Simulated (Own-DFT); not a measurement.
# Point defects and the pressure they add: C40 NbSi2

Source: density functional calculations with Own-DFT, an unreviewed in-house program that is no longer used. Nothing was measured or relaxed, and spin and spin-orbit coupling are left out.

Method: PBE; PseudoDojo norm-conserving scalar-relativistic files; cutoff 42 hartree; 4 x 4 x 5 k mesh centred on Gamma; cold (Marzari-Vanderbilt) smearing of 0.2 eV.

Caveats: forces on such cells failed a check on a denser k mesh; stress not checked against mesh or cutoff.

All runs share one cell, with vectors in Å (0.000, 8.324, 0.000); (-9.613, 0.000, 0.000); (0.000, 0.000, 6.586) and a volume of 527.0 Å³. u is the rms random offset of the atoms per axis. The defect's site can differ from row to row.

| cell | formula | u (Å) | P (GPa) |
|---|---|---|---|
| no defect | Nb12Si24 | 0.0186 | 1.46 |
| no defect | Nb12Si24 | 0.0234 | 1.57 |
| no defect | Nb12Si24 | 0.0443 | 2.36 |
| two Si on a Nb site each | Nb10Si26 | 0.0281 | 1.63 |
| two Si on a Nb site each | Nb10Si26 | 0.0284 | 1.65 |
| two Si on a Nb site each | Nb10Si26 | 0.0425 | 2.30 |
| two Nb on a Si site each | Nb14Si22 | 0.0309 | 7.74 |
| two Nb on a Si site each | Nb14Si22 | 0.0522 | 8.12 |
| two Nb on a Si site each | Nb14Si22 | 0.0547 | 8.68 |
| two Nb vacancies | Nb10Si24 | 0.0256 | ? |
| two Nb vacancies | Nb10Si24 | 0.0302 | -0.15 |
| two Nb vacancies | Nb10Si24 | 0.0488 | 0.75 |
| two Nb vacancies | Nb10Si24 | 0.0490 | 0.58 |
| one Si vacancy | Nb12Si23 | 0.0290 | 0.81 |
| one Si vacancy | Nb12Si23 | 0.0466 | 1.48 |
| one Si vacancy | Nb12Si23 | 0.0511 | 2.07 |

## Fit

P = P0 + c u² + a shift for each defect gives P0 = 1.29 GPa, c = 531 ± 62 GPa/Å² and a scatter of 0.17 GPa. The shifts, and each times the cell's volume:

- two Nb on a Si site each: 5.71 ± 0.16 GPa, 18.8 eV (9.4 eV for each of its 2 sites)
- two Si on a Nb site each: -0.04 ± 0.14 GPa, -0.1 eV (-0.1 eV for each of its 2 sites) (not resolved)
- one Si vacancy: -0.83 ± 0.15 GPa, -2.7 eV
- two Nb vacancies: -1.90 ± 0.15 GPa, -6.3 eV (-3.1 eV for each of its 2 sites)

A positive shift means that the defect pushes the cell outwards. Shift times volume (160.2 GPa Å³ is 1 eV) depends little on the cell's size, so, taken for each site, it can be compared between cells at like pressure. The atoms around the defects weren't relaxed, which would change these numbers.

## Check

The question: what pressure belongs in the blank (two Nb vacancies, u = 0.0256 Å)?

The fit gives -0.26 ± 0.22 GPa. DFT gave -0.02 GPa.
